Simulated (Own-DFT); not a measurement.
Simulation results for Hf36O71 (tetragonal hafnia with one neutral oxygen vacancy, atoms displaced)

Computed with Own-DFT development build. A calculation, not a measurement: plane-wave PBE and HSE06 DFT by an unreviewed code, no spin, of a simulated cell at Gamma alone, so results move with cell size and shape, stress positive in tension, energies less offsets, not probed for a lower state with spin; hafnium file: forces about 75 meV/angstrom off all-electron values; oxygen file: force components 24 meV/angstrom off all-electron in a glass; k mesh not checked against a denser one; forces and stress are PBE's, HSE06 gives the energy alone, and its difference from PBE has offsets of its own; offsets are fitted by least squares, one for each functional and potential file, so energies compare only between cells with the same atoms and settings and are not formation energies; the far tail of each file's local potential was reset to the Coulomb form; each entry is a single point on an unrelaxed cell, so the pressure reflects the starting lattice, taken from the Materials Project, from which strain is counted, and rises with the displacements; printed positions are rounded, which can move forces by about a meV/angstrom; the program is a retired in-house code; no spin-orbit coupling.

Common to all runs: first functional PBE; second functional HSE06; exact exchange share 0.25; screening 0.11 1/bohr; exchange divergence Gygi-Baldereschi; potential files PseudoDojo norm-conserving, scalar-relativistic, made for PBE, standard set; wave cutoff 48 hartree; occupations fixed; k mesh 1 x 1 x 1 centred on Gamma.

(1) Hf36O71 (tetragonal hafnia with one neutral oxygen vacancy, atoms displaced)

```
cell vectors (Å)
  10.7800     0.0000     0.0000
   0.0000    10.7800     0.0000
   0.0000     0.0000    10.4493
atoms (fractions of the cell vectors)
Hf  0.00630  0.99413  0.00439
Hf  0.17409  0.16311  0.24433
O   0.00598  0.16882  0.15269
O   0.17290  0.00353  0.35479
O   0.99970  0.16980  0.40211
O   0.16606  0.99957  0.10365
Hf  0.00216  0.00517  0.50255
Hf  0.17055  0.17032  0.75162
O   0.99822  0.17507  0.65467
O   0.16241  0.99840  0.84552
O   0.99817  0.15997  0.90736
O   0.16967  0.99896  0.60079
Hf  0.00012  0.33783  0.01091
Hf  0.17032  0.50524  0.24518
O   0.00362  0.50458  0.15430
O   0.16413  0.33508  0.34102
O   0.00145  0.49566  0.40171
O   0.16905  0.33167  0.10004
Hf  0.99479  0.33316  0.50283
Hf  0.16994  0.50009  0.75252
O   0.00108  0.50391  0.64378
O   0.16848  0.33496  0.85349
O   0.00558  0.49199  0.90032
O   0.16481  0.33179  0.58615
Hf  0.99917  0.66459  0.99844
Hf  0.16099  0.83970  0.25212
O   0.99542  0.83921  0.15322
O   0.16915  0.66673  0.35278
O   0.99983  0.83874  0.40409
O   0.16536  0.66647  0.09244
Hf  0.99443  0.66823  0.50396
Hf  0.16319  0.83143  0.74262
O   0.00470  0.83067  0.65258
O   0.16512  0.67110  0.84588
O   0.99772  0.83320  0.90437
O   0.15970  0.66040  0.60612
Hf  0.32845  0.00145  0.00114
Hf  0.50393  0.15700  0.24794
O   0.32758  0.15985  0.14892
O   0.50455  0.00846  0.34831
O   0.32859  0.16442  0.41358
O   0.50571  0.00237  0.08980
Hf  0.33113  0.00218  0.50651
Hf  0.50889  0.16793  0.74780
O   0.33225  0.16539  0.64717
O   0.49483  0.99690  0.84925
O   0.33417  0.16421  0.89929
O   0.50016  0.99953  0.59768
Hf  0.33022  0.33133  0.99312
Hf  0.50023  0.50478  0.24723
O   0.32918  0.50476  0.15549
O   0.32932  0.50009  0.40487
O   0.50567  0.33545  0.09739
Hf  0.33596  0.33341  0.50624
Hf  0.50261  0.49489  0.74738
O   0.33835  0.50223  0.65211
O   0.50301  0.33934  0.85107
O   0.33568  0.49678  0.89942
O   0.50441  0.32370  0.59652
Hf  0.33895  0.66461  0.00252
Hf  0.50317  0.83175  0.24187
O   0.33194  0.82890  0.15848
O   0.49928  0.67020  0.34699
O   0.33627  0.83135  0.40120
O   0.49750  0.66758  0.09721
Hf  0.33521  0.66591  0.49203
Hf  0.49942  0.82738  0.73954
O   0.33524  0.83699  0.65225
O   0.49722  0.67673  0.84572
O   0.33372  0.82578  0.90123
O   0.50302  0.66312  0.60632
Hf  0.66842  0.00353  0.00611
Hf  0.83131  0.15811  0.24907
O   0.66621  0.17045  0.14350
O   0.82802  0.99622  0.34227
O   0.66109  0.16223  0.39034
O   0.83087  0.99812  0.09595
Hf  0.66181  0.99541  0.49965
Hf  0.82700  0.16765  0.74083
O   0.66075  0.15745  0.64875
O   0.82745  0.99793  0.84499
O   0.66747  0.16460  0.90103
O   0.83595  0.00115  0.60378
Hf  0.66893  0.33421  0.99254
Hf  0.83220  0.50106  0.24064
O   0.66674  0.50482  0.15227
O   0.83444  0.32011  0.34683
O   0.66864  0.49957  0.40831
O   0.83583  0.33588  0.09662
Hf  0.66866  0.33071  0.50197
Hf  0.82718  0.50051  0.74789
O   0.67432  0.50069  0.65784
O   0.82513  0.34427  0.83897
O   0.66372  0.49927  0.90478
O   0.84146  0.33610  0.60055
Hf  0.67534  0.67234  0.00386
Hf  0.84107  0.82631  0.24923
O   0.65550  0.82613  0.14707
O   0.83228  0.67272  0.33954
O   0.67156  0.82896  0.39983
O   0.83239  0.66429  0.10301
Hf  0.67289  0.67122  0.50054
Hf  0.83493  0.83450  0.75159
O   0.67814  0.83134  0.65301
O   0.82965  0.66401  0.84041
O   0.66721  0.82341  0.90057
O   0.84058  0.66197  0.59544
```

- PBE energy of cell above offsets: -96.443 eV
- HSE06 less PBE above offsets: 0.054 eV
- PBE pressure: 2.7 GPa
- PBE stress xx: -4.66 GPa
- PBE stress yy: -0.42 GPa
- PBE stress zz: -3.02 GPa
- PBE stress yz: 1.51 GPa
- PBE stress xz: 0.48 GPa
- PBE stress xy: -0.09 GPa

Force:
```csv
element,x (eV/Å),y (eV/Å),z (eV/Å)
Hf,-1.355,1.684,-1.285
Hf,-1.982,2.111,2.362
O,-1.012,-0.483,0.274
O,-0.475,-0.893,-0.61
O,-0.167,-1.811,0.498
O,0.203,-0.729,0.089
Hf,0.098,0.717,-0.208
Hf,-0.961,-0.493,0.005
O,0.524,-0.779,0.241
O,0.42,0.265,0.627
O,-0.136,1.263,0.071
O,-1.254,0.201,0.098
Hf,0.991,-1.814,-1.144
Hf,-0.963,-1.204,2.372
O,-1.014,-0.121,-1.005
O,0.653,-0.355,-0.49
O,-1.002,1.36,-0.236
O,0.291,0.353,-0.682
Hf,1.853,0.682,-1.981
Hf,-1.149,1.292,-0.938
O,-0.096,-0.523,1.51
O,0.473,-0.798,-0.755
O,-0.19,1.537,0.536
O,0.757,0.038,1.77
Hf,1.284,-0.7,-1.03
Hf,1.512,-0.859,1.087
O,1.452,-0.46,-0.543
O,-0.175,0.924,-0.797
O,-0.08,-0.173,-0.515
O,-0.512,0.297,0.351
Hf,2.949,-1.776,-0.823
Hf,1.793,-0.334,1.211
O,-1.714,0.328,-0.58
O,-0.439,-1.239,0.289
O,-0.226,-0.591,0.116
O,1.593,0.692,-1.132
Hf,1.429,-1.383,-1.578
Hf,0.119,2.795,-0.635
O,2.418,-0.144,-0.549
O,-0.204,-3.013,0.149
O,0.664,0.94,-1.388
O,-2.02,-0.041,1.553
Hf,0.049,-0.794,-0.793
Hf,-2.488,-1.303,1.666
O,0.696,0.318,1.375
O,0.417,0.488,-1.007
O,-0.314,0.485,0.068
O,0.509,-0.219,-0.122
Hf,0.603,0.181,1.044
Hf,-0.17,-1.234,0.298
O,1.821,-0.044,-0.842
O,0.936,-0.322,-0.357
O,-1.333,0.202,-0.08
Hf,-1.183,-0.201,-1.631
Hf,-0.031,2.544,0.901
O,-0.294,-0.809,0.038
O,-0.041,-1.924,-0.675
O,-0.097,0.488,0.234
O,0.245,0.71,0.376
Hf,-0.842,0.678,-1.397
Hf,-1.983,0.17,1.633
O,-0.223,0.593,-0.574
O,0.186,-0.571,0.159
O,-0.082,0.883,0.443
O,1.002,-0.343,0.435
Hf,-0.795,0.299,1.117
Hf,0.191,0.796,1.945
O,-0.757,-0.324,-0.599
O,-0.07,-2.723,0.278
O,-0.474,1.533,0.962
O,0.524,0.432,-1.696
Hf,0.423,-0.875,-2.501
Hf,0.763,0.89,-0.243
O,0.401,-0.657,0.413
O,0.183,-0.216,0.692
O,0.177,0.674,1.435
O,0.717,-0.033,0.359
Hf,0.812,0.261,-0.635
Hf,1.768,-0.508,1.928
O,1.789,0.589,-1.052
O,-0.103,0.468,-0.042
O,-0.166,0.62,-0.968
O,-0.194,0.358,-1.172
Hf,-0.362,-0.105,0.847
Hf,0.601,-1.451,1.974
O,-0.077,-0.002,0.337
O,-0.658,1.783,-0.067
O,-0.089,-0.006,-0.159
O,-0.733,0.517,0.137
Hf,0.65,0.088,-1.952
Hf,3.158,0.486,-0.028
O,-2.617,-0.447,-1.57
O,-0.145,-2.885,1.136
O,-0.078,1.279,0.008
O,-3.091,-0.653,0.198
Hf,-2.247,-0.895,-1.4
Hf,-2.078,2.387,0.072
O,2.987,0.25,-0.161
O,0.18,-2.325,1.433
O,-0.649,0.876,0.246
O,1.329,0.28,-0.41
Hf,-0.804,-0.816,0.415
Hf,0.451,0.543,0.769
O,-1.606,-0.03,-1.25
O,0.592,0.336,1.433
O,0.643,1.928,0.199
O,-2.277,0.541,0.076
```

(2) Hf36O71 (tetragonal hafnia with one neutral oxygen vacancy, atoms displaced)

```
cell vectors (Å)
  10.7800     0.0000     0.0000
   0.0000    10.7800     0.0000
   0.0000     0.0000    10.4493
atoms (fractions of the cell vectors)
Hf  0.99376  0.99966  0.00795
Hf  0.17138  0.17086  0.24592
O   0.00469  0.16954  0.15349
O   0.00025  0.16483  0.41133
O   0.17189  0.00312  0.10272
Hf  0.99590  0.00371  0.48906
Hf  0.16495  0.16467  0.75168
O   0.00192  0.17277  0.64427
O   0.16806  0.00775  0.84618
O   0.00564  0.16109  0.91051
O   0.16782  0.99439  0.60192
Hf  0.00889  0.33443  0.99843
Hf  0.16930  0.50290  0.26059
O   0.99913  0.49872  0.15642
O   0.16495  0.32455  0.35921
O   0.99556  0.50085  0.41077
O   0.16800  0.32781  0.09611
Hf  0.99415  0.33236  0.50403
Hf  0.17045  0.50093  0.74615
O   0.00586  0.49679  0.65254
O   0.16778  0.33147  0.85129
O   0.99811  0.50161  0.90514
O   0.18274  0.33883  0.60685
Hf  0.99616  0.66397  0.00462
Hf  0.17431  0.83441  0.25159
O   0.00907  0.84496  0.14959
O   0.17256  0.66639  0.34822
O   0.99579  0.83918  0.39851
O   0.16541  0.67140  0.09444
Hf  0.00941  0.66623  0.50217
Hf  0.17086  0.83184  0.75392
O   0.99853  0.83756  0.65134
O   0.16596  0.67225  0.84657
O   0.00493  0.83442  0.89928
O   0.17100  0.66667  0.59735
Hf  0.32929  0.99795  0.00181
Hf  0.49142  0.16966  0.25991
O   0.34673  0.16571  0.15039
O   0.50466  0.00285  0.34822
O   0.33288  0.16628  0.39999
O   0.49235  0.98613  0.10370
Hf  0.33283  0.00493  0.50687
Hf  0.49675  0.17064  0.75361
O   0.33288  0.16878  0.64731
O   0.50082  0.99692  0.84321
O   0.33187  0.16571  0.89653
O   0.50212  0.99248  0.59628
Hf  0.33319  0.33259  0.99600
Hf  0.50071  0.49399  0.24487
O   0.33261  0.50648  0.15797
O   0.49641  0.33112  0.35422
O   0.33609  0.50119  0.39460
O   0.50046  0.34054  0.09355
Hf  0.32702  0.33622  0.49625
Hf  0.50548  0.50307  0.75140
O   0.33141  0.49818  0.65991
O   0.50469  0.32814  0.84291
O   0.32509  0.49595  0.89972
O   0.49479  0.32906  0.59848
Hf  0.33756  0.67092  0.99587
Hf  0.50451  0.83528  0.25400
O   0.33682  0.83300  0.15268
O   0.50275  0.67020  0.34799
O   0.33265  0.83610  0.39814
O   0.50311  0.67173  0.09682
Hf  0.33368  0.66921  0.49955
Hf  0.50064  0.83351  0.74980
O   0.34047  0.83129  0.65224
O   0.50081  0.66773  0.84474
O   0.33264  0.84187  0.90647
O   0.49966  0.66501  0.59885
Hf  0.66443  0.00494  0.00621
Hf  0.84001  0.17030  0.24557
O   0.65912  0.16520  0.15273
O   0.83117  0.99640  0.34321
O   0.66131  0.17115  0.40452
O   0.83912  0.00291  0.09862
Hf  0.66470  0.00043  0.49863
Hf  0.83684  0.16595  0.74490
O   0.66306  0.16039  0.65301
O   0.83347  1.00000  0.84994
O   0.67056  0.15927  0.90520
O   0.82561  0.00388  0.60079
Hf  0.66338  0.33750  0.99647
Hf  0.83583  0.51261  0.25789
O   0.66237  0.50214  0.16030
O   0.84555  0.32518  0.34587
O   0.66217  0.49269  0.40033
O   0.83070  0.34029  0.09695
Hf  0.66709  0.33657  0.49855
Hf  0.83180  0.49296  0.75286
O   0.66355  0.49309  0.65206
O   0.84350  0.33778  0.85149
O   0.66248  0.50617  0.89803
O   0.83379  0.33781  0.60519
Hf  0.66654  0.67354  0.00496
Hf  0.82759  0.83019  0.24792
O   0.66767  0.83554  0.15761
O   0.83232  0.66815  0.34733
O   0.66386  0.83612  0.39994
O   0.82890  0.66873  0.09846
Hf  0.66573  0.66774  0.50401
Hf  0.83097  0.84319  0.75810
O   0.67673  0.82939  0.65988
O   0.83494  0.66852  0.83812
O   0.66391  0.83344  0.90046
O   0.83694  0.66092  0.59685
```

* PBE energy of cell above offsets: -97.626 eV
* HSE06 less PBE above offsets: 0.019 eV
* PBE pressure: 2.14 GPa
* PBE stress xx: -1.23 GPa
* PBE stress yy: -2.52 GPa
* PBE stress zz: -2.68 GPa
* PBE stress yz: -0.15 GPa
* PBE stress xz: 0.31 GPa
* PBE stress xy: 0.02 GPa

Force:
```csv
element,x (eV/Å),y (eV/Å),z (eV/Å)
Hf,2.454,-1.227,-1.283
Hf,0.608,-1.47,0.292
O,-0.284,0.071,0.341
O,0.106,0.853,-1.91
O,-0.487,0.377,0.285
Hf,0.294,-2.227,2.221
Hf,0.765,0.492,-0.506
O,-0.19,0.052,1.146
O,0.296,-1.824,0.401
O,-0.475,1.238,-0.973
O,-0.223,0.492,-1.205
Hf,-1.702,-0.123,-0.164
Hf,0.203,-0.734,-1.23
O,0.6,0.525,0.471
O,-0.113,1.751,-0.933
O,0.299,0.144,-1.03
O,1.168,0.218,0.964
Hf,1.251,0.07,0.375
Hf,-0.407,-0.482,1.25
O,-0.608,-0.127,0.114
O,-0.641,0.267,-0.006
O,0.311,0.176,0.155
O,-2.992,-0.1,-0.271
Hf,1.173,0.937,-1.445
Hf,-0.331,1.215,-0.52
O,-1.488,-0.923,0.649
O,-0.695,0.151,0.522
O,0.849,-1.53,-0.03
O,0.319,-0.448,0.177
Hf,-2.009,1.6,1.082
Hf,-1.572,1.67,-0.757
O,0.374,-0.447,0.239
O,0.59,-1.196,0.133
O,-0.343,0.04,1.029
O,0.007,0.085,0.187
Hf,0.766,1.225,0.296
Hf,2.478,-0.936,0.104
O,-2.502,0.653,-0.674
O,-0.201,-0.232,0.362
O,-0.449,-0.318,-0.206
O,1.423,0.488,-1.142
Hf,-0.159,-0.368,-0.223
Hf,0.013,-1.634,-1.74
O,-0.01,-0.982,0.356
O,0.061,0.788,0.621
O,0.477,0.47,0.647
O,-0.147,-0.148,0
Hf,-0.34,-0.316,-0.223
Hf,-0.63,0.655,1.504
O,-0.561,-0.219,-0.855
O,-0.01,0.957,-0.857
O,-0.657,0.173,1.146
O,-0.324,0.455,0.162
Hf,1.781,-0.48,0.704
Hf,-1.057,-0.714,-0.629
O,1.769,0.931,-1.152
O,0.19,1.788,1.378
O,0.845,0.862,0.871
O,0.744,0.398,-0.401
Hf,-0.959,-0.359,0.729
Hf,-1.209,0.576,-0.083
O,-0.733,-0.702,0.05
O,0.016,-1.068,0.086
O,-0.454,0.104,0.762
O,-0.473,-0.208,-0.258
Hf,1.018,0.246,-0.439
Hf,1.17,0.821,-0.271
O,-1.159,-0.332,-0.036
O,-0.834,-0.013,0.787
O,-0.098,-1.994,-1.009
O,0.371,-0.231,-0.126
Hf,-0.963,-0.413,0.171
Hf,-1.671,-0.677,-0.231
O,0.711,-0.189,0.081
O,0.034,1.093,0.214
O,0.708,-0.257,0.187
O,-2.358,-0.011,0.53
Hf,-0.177,1.086,0.005
Hf,-1.084,-0.376,0.344
O,0.722,0.77,0.675
O,0.277,1.526,0.787
O,-0.046,1.92,-0.22
O,1.364,0.378,-0.285
Hf,1.174,-0.841,0.698
Hf,-0.519,-3.297,-1.38
O,1.658,0.284,-1.03
O,-0.179,1.912,0.967
O,0.796,1.472,0.163
O,0.038,-0.698,-0.333
Hf,-1.422,-1.392,1.085
Hf,0.845,2.296,-0.746
O,0.522,0.288,-0.233
O,-0.711,-1.767,-0.206
O,0.188,-0.575,0.675
O,-0.565,-0.334,-0.529
Hf,-0.532,-0.293,-1.508
Hf,2.227,1.382,0.701
O,0.158,-0.134,-1.193
O,-0.22,0.896,0.603
O,0.408,-1.024,0.599
O,0.861,-0.003,0.738
Hf,0.665,0.11,-0.011
Hf,2.042,-1.969,-1.168
O,-2.243,-0.449,-1.452
O,-0.062,-0.436,1.312
O,0.334,0.31,1.279
O,-0.244,-0.498,-1.299
```
